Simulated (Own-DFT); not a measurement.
Hf32O63 (monoclinic hafnia with one neutral oxygen vacancy, atoms displaced), Hf16O31 (monoclinic hafnia with two neutral oxygen vacancies, strained, atoms displaced) (calculated)

A calculation, not a measurement: plane-wave PBE and HSE06 DFT by an unreviewed code, no spin, of a simulated cell at Gamma alone, so results move with cell size and shape, stress positive in tension, energies less offsets, not probed for a lower state with spin; hafnium file: forces about 75 meV/angstrom off all-electron values; oxygen file: force components 24 meV/angstrom off all-electron in a glass; k mesh not checked against a denser one; forces and stress are PBE's, HSE06 gives the energy alone, and its difference from PBE has offsets of its own; offsets are fitted by least squares, one for each functional and potential file, so energies compare only between cells with the same atoms and settings and are not formation energies; the far tail of each file's local potential was reset to the Coulomb form; each entry is a single point on an unrelaxed cell, so the pressure reflects the starting lattice, mostly measured values, from which strain is counted, and rises with the displacements; printed positions are rounded, which can move forces by about a meV/angstrom; the program is a retired in-house code; no spin-orbit coupling. Program: Own-DFT development build.

Settings shared by all entries: first functional PBE; second functional HSE06; exact exchange share 0.25; screening 0.11 1/bohr; exchange divergence Gygi-Baldereschi; potential files PseudoDojo norm-conserving, scalar-relativistic, made for PBE, standard set; wave cutoff 48 hartree; occupations fixed; k mesh 1 x 1 x 1 centred on Gamma.

(1) Hf32O63 (monoclinic hafnia with one neutral oxygen vacancy, atoms displaced)

```
Hf32O63
1.0
     10.2340     0.0000     0.0000
      0.0000    10.3500     0.0000
     -1.6955     0.0000    10.4453
Hf O Hf O Hf O Hf O Hf O Hf O Hf O Hf O
4 8 4 8 4 8 4 7 4 8 4 8 4 8 4 8
Direct
  0.13767 0.02532 0.10305
  0.36280 0.27206 0.14543
  0.36050 0.47408 0.39981
  0.13703 0.23075 0.35635
  0.03779 0.16382 0.17173
  0.46270 0.42050 0.07655
  0.45849 0.33428 0.32565
  0.03861 0.08124 0.42922
  0.22418 0.38476 0.23727
  0.27862 0.13278 0.01703
  0.28119 0.12270 0.26193
  0.22630 0.37329 0.49012
  0.14157 0.01802 0.60128
  0.36032 0.26992 0.64442
  0.36346 0.48528 0.89258
  0.13580 0.22636 0.85230
  0.03173 0.16152 0.67535
  0.46881 0.41097 0.57851
  0.46517 0.33248 0.82703
  0.04574 0.08075 0.92401
  0.22613 0.37532 0.74123
  0.28296 0.13156 0.51381
  0.27797 0.12235 0.76044
  0.22376 0.37166 0.98834
  0.13894 0.51777 0.10446
  0.36367 0.77460 0.14664
  0.36487 0.97645 0.39728
  0.13942 0.72674 0.35829
  0.03907 0.67010 0.16831
  0.45946 0.91458 0.07726
  0.46335 0.83735 0.32671
  0.03489 0.58471 0.42033
  0.22228 0.87980 0.23507
  0.27626 0.63340 0.00737
  0.27537 0.61942 0.26170
  0.22351 0.87414 0.49251
  0.13612 0.51625 0.60385
  0.36386 0.76498 0.64806
  0.36555 0.98322 0.89796
  0.13221 0.72731 0.85062
  0.03689 0.66881 0.68053
  0.46578 0.91594 0.57963
  0.46135 0.83426 0.82655
  0.03959 0.58445 0.92249
  0.27259 0.62578 0.50835
  0.28075 0.62373 0.76027
  0.22542 0.87403 0.99268
  0.64342 0.01979 0.10017
  0.85875 0.27425 0.14732
  0.86236 0.48085 0.39214
  0.64064 0.22993 0.34799
  0.53535 0.16217 0.17533
  0.96273 0.41582 0.07379
  0.96046 0.33762 0.32721
  0.53419 0.08578 0.42652
  0.72152 0.37977 0.23972
  0.77119 0.13167 0.00960
  0.77519 0.12000 0.25698
  0.71986 0.37166 0.48582
  0.63799 0.02276 0.60466
  0.86139 0.27470 0.64598
  0.86318 0.48194 0.89532
  0.63392 0.22853 0.85669
  0.53472 0.16243 0.66827
  0.95687 0.41379 0.57021
  0.96131 0.33533 0.82607
  0.53647 0.08911 0.92050
  0.72470 0.38204 0.73903
  0.77468 0.13170 0.51172
  0.77359 0.12279 0.76232
  0.72386 0.37186 0.99007
  0.63826 0.51579 0.10540
  0.86197 0.76632 0.14520
  0.86016 0.98189 0.39762
  0.63949 0.72674 0.35638
  0.53507 0.67084 0.17280
  0.96717 0.91501 0.07548
  0.96473 0.83819 0.32515
  0.53103 0.57939 0.42789
  0.72564 0.87966 0.23654
  0.77580 0.63040 0.00865
  0.77483 0.61971 0.26011
  0.72802 0.87296 0.48605
  0.63278 0.51709 0.60550
  0.86209 0.76476 0.64614
  0.86486 0.97654 0.89564
  0.64365 0.73056 0.85424
  0.53433 0.66709 0.66865
  0.96382 0.91906 0.57849
  0.96590 0.83656 0.82784
  0.54039 0.58091 0.92466
  0.72469 0.87706 0.73984
  0.77204 0.62618 0.50246
  0.77431 0.62133 0.76328
  0.72319 0.87031 0.98603
```

| Property | Result |
| --- | --- |
| PBE energy of cell above offsets | -93.889 eV |
| HSE06 less PBE above offsets | -0.088 eV |
| PBE pressure | 4.31 GPa |
| PBE stress xx | -4.06 GPa |
| PBE stress yy | -4.19 GPa |
| PBE stress zz | -4.68 GPa |
| PBE stress yz | 0.25 GPa |
| PBE stress xz | 0.06 GPa |
| PBE stress xy | -0.1 GPa |

Force:
| element | x (eV/Å) | y (eV/Å) | z (eV/Å) |
| --- | --- | --- | --- |
| Hf | 1.232 | -1.621 | 0.688 |
| Hf | -0.263 | -0.033 | 0.045 |
| Hf | 0.613 | 1.307 | -1.388 |
| Hf | 0.522 | -1.091 | -0.761 |
| O | -1.43 | 1.611 | 0.906 |
| O | 0.326 | -0.183 | 0.213 |
| O | 1.207 | -0.58 | 0.163 |
| O | 0.145 | 1.081 | -1.157 |
| O | -0.544 | -1.199 | 0.637 |
| O | 0.222 | -0.205 | -0.911 |
| O | -0.767 | 0.309 | 0.483 |
| O | -1.059 | -0.404 | 0.263 |
| Hf | -0.127 | 0.152 | 1.367 |
| Hf | 0.787 | -0.668 | 0.777 |
| Hf | -0.126 | -0.699 | 1.055 |
| Hf | 0.465 | 0.533 | 0.297 |
| O | 0.102 | 0.466 | -0.088 |
| O | -0.645 | -0.085 | 0.069 |
| O | -0.26 | 0.431 | 0.02 |
| O | -1.49 | -0.211 | -0.607 |
| O | -0.485 | 0.982 | -0.86 |
| O | -0.849 | -0.076 | -0.626 |
| O | -0.403 | -0.513 | 0.086 |
| O | -0.036 | 0.201 | -0.184 |
| Hf | 0.736 | 1.136 | -0.291 |
| Hf | -1.302 | -0.687 | -0.398 |
| Hf | -0.189 | 0.862 | -0.145 |
| Hf | 0.389 | 1.263 | -1.646 |
| O | -0.541 | -0.3 | 0.402 |
| O | 2.068 | 1.423 | -0.26 |
| O | 0.987 | -0.808 | 0.363 |
| O | -0.491 | -0.558 | 0.662 |
| O | -0.061 | -0.051 | 0.982 |
| O | 0.034 | -0.639 | 0.141 |
| O | -0.035 | 0.083 | 0.32 |
| O | 0.025 | -0.799 | -0.071 |
| Hf | 0.102 | 0.391 | 0.102 |
| Hf | -0.348 | 1.806 | -0.403 |
| Hf | -1.127 | -1.048 | -0.255 |
| Hf | 2.072 | 1.677 | 2.279 |
| O | -0.101 | -1.297 | -1.86 |
| O | -0.018 | -0.288 | -0.129 |
| O | 0.591 | -0.269 | 0.273 |
| O | -1.116 | -0.827 | -0.217 |
| O | -0.254 | 0.041 | 0.794 |
| O | -0.647 | -0.406 | -0.512 |
| O | -0.183 | -0.116 | -1.431 |
| Hf | -1.236 | -0.32 | 0.794 |
| Hf | 0.857 | -0.768 | -0.884 |
| Hf | -1.241 | 0.235 | 0.523 |
| Hf | -1.545 | -0.531 | 1.521 |
| O | 0.109 | 0.197 | -0.564 |
| O | 0.109 | 0 | 0.551 |
| O | 1.144 | -1.115 | -0.37 |
| O | 0.455 | 0.232 | -0.541 |
| O | 0.186 | -0.339 | -0.152 |
| O | 0.799 | -0.05 | 0.391 |
| O | 0.384 | 0.379 | 0.244 |
| O | 0.151 | 0.11 | -0.027 |
| Hf | -0.068 | -0.191 | -0.16 |
| Hf | -0.795 | -1.335 | 0.138 |
| Hf | -0.242 | -0.509 | 0.141 |
| Hf | 1.161 | 0.725 | -1.243 |
| O | -0.581 | 0.956 | 0.864 |
| O | 1.722 | 1.063 | 0.577 |
| O | 0.72 | -0.155 | 0.059 |
| O | -0.747 | -1.243 | 0.678 |
| O | -0.061 | -0.159 | 0.114 |
| O | 0.364 | -0.044 | -0.465 |
| O | 0.299 | -0.311 | 0.212 |
| O | -0.025 | 0.08 | 0.222 |
| Hf | -0.916 | 1.494 | -0.65 |
| Hf | 0.815 | 1.101 | 0.332 |
| Hf | 0.555 | -0.709 | -0.186 |
| Hf | -1.047 | 0.323 | -0.675 |
| O | 0.835 | -0.832 | 0.232 |
| O | -0.825 | -0.061 | -0.223 |
| O | 0.237 | -0.527 | 0.293 |
| O | 0.45 | 0.859 | -0.699 |
| O | -0.247 | -0.152 | 0.059 |
| O | 0.225 | -0.258 | 0.256 |
| O | 0.217 | 0.127 | -0.311 |
| O | -0.471 | -0.616 | 0.282 |
| Hf | 0.702 | 0.204 | -0.516 |
| Hf | -0.371 | 1.582 | -0.653 |
| Hf | 0.046 | 0.924 | -0.021 |
| Hf | -1.621 | -0.027 | -0.084 |
| O | 0.555 | -0.336 | 0.735 |
| O | -0.099 | -0.852 | 0.388 |
| O | -0.03 | -0.46 | -0.46 |
| O | -0.089 | 0.314 | -0.637 |
| O | 0.276 | -0.189 | -0.181 |
| O | 0.349 | 0.427 | 1.34 |
| O | 0.651 | 0.294 | -0.678 |
| O | 0.162 | 0.368 | 0.243 |

(2) Hf16O31 (monoclinic hafnia with two neutral oxygen vacancies, strained, atoms displaced)

```
Hf16O31
1.0
     10.1515     0.1678    -0.1820
      0.1697    10.4673     0.0342
     -1.8676     0.0067    10.3578
Hf O Hf O Hf O Hf O Hf O Hf O Hf O Hf O
4 8 4 8 4 8 4 8 4 8 4 8 4 7 4 7
Direct
  0.13827 0.02066 0.10621
  0.37338 0.26324 0.14683
  0.35641 0.47710 0.39826
  0.13396 0.23570 0.35468
  0.03546 0.16478 0.16839
  0.46851 0.41830 0.08285
  0.46195 0.33504 0.32140
  0.03565 0.08555 0.42167
  0.22358 0.38623 0.24079
  0.28153 0.13065 0.01251
  0.27867 0.11413 0.26346
  0.22570 0.36765 0.48691
  0.14418 0.01657 0.60255
  0.35957 0.27214 0.64638
  0.36213 0.48718 0.89372
  0.13755 0.23081 0.85251
  0.03494 0.17025 0.66879
  0.46258 0.41900 0.58222
  0.45837 0.33581 0.82432
  0.03031 0.08768 0.92780
  0.22826 0.37924 0.74183
  0.27781 0.13746 0.50872
  0.27627 0.12067 0.75921
  0.22366 0.37052 0.98628
  0.13829 0.52129 0.10462
  0.36186 0.76843 0.14934
  0.36426 0.98115 0.39296
  0.14151 0.73167 0.36288
  0.03715 0.66179 0.17450
  0.46857 0.90745 0.08246
  0.46388 0.82857 0.32861
  0.03501 0.58556 0.42236
  0.23086 0.87115 0.24398
  0.27213 0.62943 0.00795
  0.26758 0.61594 0.26252
  0.23402 0.87200 0.50121
  0.13734 0.52005 0.59490
  0.35699 0.77741 0.64376
  0.36053 0.98795 0.89402
  0.13370 0.72217 0.86110
  0.04737 0.66656 0.67810
  0.46663 0.91954 0.57095
  0.46822 0.84257 0.82571
  0.03948 0.58529 0.91831
  0.23273 0.87577 0.74556
  0.27763 0.62762 0.51597
  0.27129 0.62112 0.75782
  0.21742 0.86686 0.98626
  0.64135 0.02064 0.11091
  0.85978 0.27256 0.14330
  0.86385 0.47842 0.39251
  0.63667 0.23322 0.34831
  0.53210 0.16259 0.17157
  0.95563 0.41921 0.06718
  0.95941 0.33310 0.32105
  0.53090 0.07923 0.42053
  0.73290 0.37492 0.24296
  0.77000 0.13459 0.00708
  0.77298 0.11648 0.26256
  0.71834 0.36941 0.49378
  0.62901 0.00948 0.60878
  0.86336 0.27295 0.64566
  0.85847 0.47819 0.89577
  0.64036 0.22882 0.84713
  0.53659 0.16543 0.67374
  0.96509 0.41172 0.58141
  0.96595 0.33710 0.82254
  0.53100 0.08586 0.91667
  0.72652 0.38085 0.73271
  0.78156 0.13453 0.51729
  0.76199 0.11492 0.75838
  0.72259 0.37354 0.98767
  0.63484 0.52303 0.10642
  0.84826 0.76671 0.14404
  0.85862 0.97677 0.39247
  0.63933 0.73174 0.35962
  0.52836 0.67792 0.17114
  0.97643 0.91442 0.07145
  0.95286 0.83520 0.33308
  0.55255 0.57346 0.42173
  0.71716 0.88168 0.23202
  0.77370 0.62531 0.01283
  0.76689 0.62269 0.25450
  0.63295 0.52093 0.60635
  0.86568 0.77360 0.65001
  0.86289 0.98015 0.89522
  0.63887 0.73839 0.85895
  0.53539 0.66700 0.68260
  0.96583 0.83248 0.82620
  0.53301 0.58063 0.92573
  0.71749 0.88325 0.73987
  0.77825 0.62987 0.51226
  0.77734 0.61765 0.76552
  0.73176 0.86735 0.98302
```

| Quantity | Value |
| --- | --- |
| PBE energy of cell above offsets | -85.815 eV |
| HSE06 less PBE above offsets | 0.396 eV |
| PBE pressure | 8.46 GPa |
| PBE stress xx | -10.92 GPa |
| PBE stress yy | -4.36 GPa |
| PBE stress zz | -10.1 GPa |
| PBE stress yz | 0.4 GPa |
| PBE stress xz | -5.68 GPa |
| PBE stress xy | 5.4 GPa |

Force:
| element | x (eV/Å) | y (eV/Å) | z (eV/Å) |
| --- | --- | --- | --- |
| Hf | 0.846 | -0.662 | -0.797 |
| Hf | -3.979 | 2.886 | -1.781 |
| Hf | 1.391 | 0.124 | -0.661 |
| Hf | 1.204 | -2.185 | -0.534 |
| O | -0.685 | 1.063 | 0.738 |
| O | -0.15 | -0.354 | 0.204 |
| O | 0.512 | -0.113 | 1.129 |
| O | -0.272 | -0.72 | 0.058 |
| O | -0.499 | -1.467 | 0.396 |
| O | -0.59 | -0.781 | -0.291 |
| O | -0.327 | 1.448 | -0.909 |
| O | -0.482 | 1.251 | 0.012 |
| Hf | -0.998 | 1.667 | 0.273 |
| Hf | 0.341 | -0.021 | 0.487 |
| Hf | -0.715 | -1.495 | 0.191 |
| Hf | 0.245 | 0.322 | 0.537 |
| O | 1.017 | -1.283 | 0.197 |
| O | -0.094 | 0.055 | -0.386 |
| O | 1.513 | -0.44 | 0.642 |
| O | 0.489 | 0.501 | -0.982 |
| O | -1.2 | 0.182 | -1.053 |
| O | -0.463 | -1.318 | 0.03 |
| O | -0.126 | 0.215 | -0.504 |
| O | 0.176 | 0.114 | 0.432 |
| Hf | 0.183 | -0.4 | -0.934 |
| Hf | -1.898 | 1.066 | -2.003 |
| Hf | -0.219 | -0.24 | -0.014 |
| Hf | -0.509 | 0.043 | -1.836 |
| O | -1.887 | 1.431 | 0.446 |
| O | 0.39 | 1.605 | -0.537 |
| O | 0.438 | 0.284 | 1.274 |
| O | -0.596 | -0.196 | -0.845 |
| O | -1.72 | 0.705 | 0.663 |
| O | 0.717 | -0.618 | 1.393 |
| O | 1.109 | 0.726 | 0.783 |
| O | -1.46 | 0.478 | -2.194 |
| Hf | -0.21 | -0.357 | 3.265 |
| Hf | 1.514 | -1.862 | 2.752 |
| Hf | 0.145 | -1.806 | 1.477 |
| Hf | 2.34 | 1.338 | -0.61 |
| O | -2.285 | 0.633 | -1.967 |
| O | -1.348 | -1.707 | 1.227 |
| O | 0.32 | -0.084 | -0.008 |
| O | -2.237 | -1.754 | 0.692 |
| O | -1.174 | 1.054 | -1.021 |
| O | 0.139 | 0.289 | -0.959 |
| O | 1.253 | 0.027 | 0.087 |
| O | 0.681 | 1.107 | 0.75 |
| Hf | -1.166 | 0.454 | -3.121 |
| Hf | 0.289 | -0.269 | -1.758 |
| Hf | -1.531 | 0.211 | 1.664 |
| Hf | 1.011 | -0.675 | 3.392 |
| O | 1.721 | -0.906 | 0.197 |
| O | 1.442 | -0.541 | 2.431 |
| O | 1.114 | 0.32 | 0.996 |
| O | 1.295 | 0.855 | -0.674 |
| O | -1.661 | 0.546 | -0.312 |
| O | 0.33 | -0.912 | 0.903 |
| O | 0.15 | 0.903 | -0.842 |
| O | 0.659 | 0.414 | -1.416 |
| Hf | 2.498 | 3.576 | -1.514 |
| Hf | -1.292 | -0.604 | -0.91 |
| Hf | 0.069 | 0 | -1.287 |
| Hf | -1.142 | 0.593 | 1.034 |
| O | -1.339 | 0.297 | -0.922 |
| O | 0.973 | 1.422 | -1.609 |
| O | 0.133 | -0.046 | 0.878 |
| O | 0.367 | -0.197 | 0.772 |
| O | -0.814 | -0.589 | 1.438 |
| O | -0.903 | -1.135 | -1.425 |
| O | 1.917 | 0.221 | 0.629 |
| O | -0.479 | -0.06 | -0.011 |
| Hf | -0.616 | -0.312 | -0.812 |
| Hf | 2.76 | -0.118 | 0.024 |
| Hf | -0.116 | 1.404 | 2.444 |
| Hf | 0.133 | -0.929 | -0.016 |
| O | 2.634 | -2.342 | 0.21 |
| O | -1.817 | -1.038 | 1.152 |
| O | 2.081 | -1.908 | -0.714 |
| O | -2.118 | 0.317 | -1.121 |
| O | 0.077 | -1.259 | 1.38 |
| O | -0.047 | 0.693 | 0.288 |
| O | 0.894 | -0.039 | 0.839 |
| Hf | 0.867 | 0.479 | 0.415 |
| Hf | 0.33 | -1.181 | -0.749 |
| Hf | 0.618 | 0.465 | 0.033 |
| Hf | -0.569 | -2.575 | -1.36 |
| O | -0.473 | 0.29 | -1.086 |
| O | -0.94 | 0.84 | -0.3 |
| O | 0.701 | 1.187 | -0.245 |
| O | 0.822 | -2.085 | 0.372 |
| O | 0.523 | 0.862 | 0.362 |
| O | -0.107 | 1.327 | -0.54 |
| O | -0.119 | 1.289 | 1.588 |
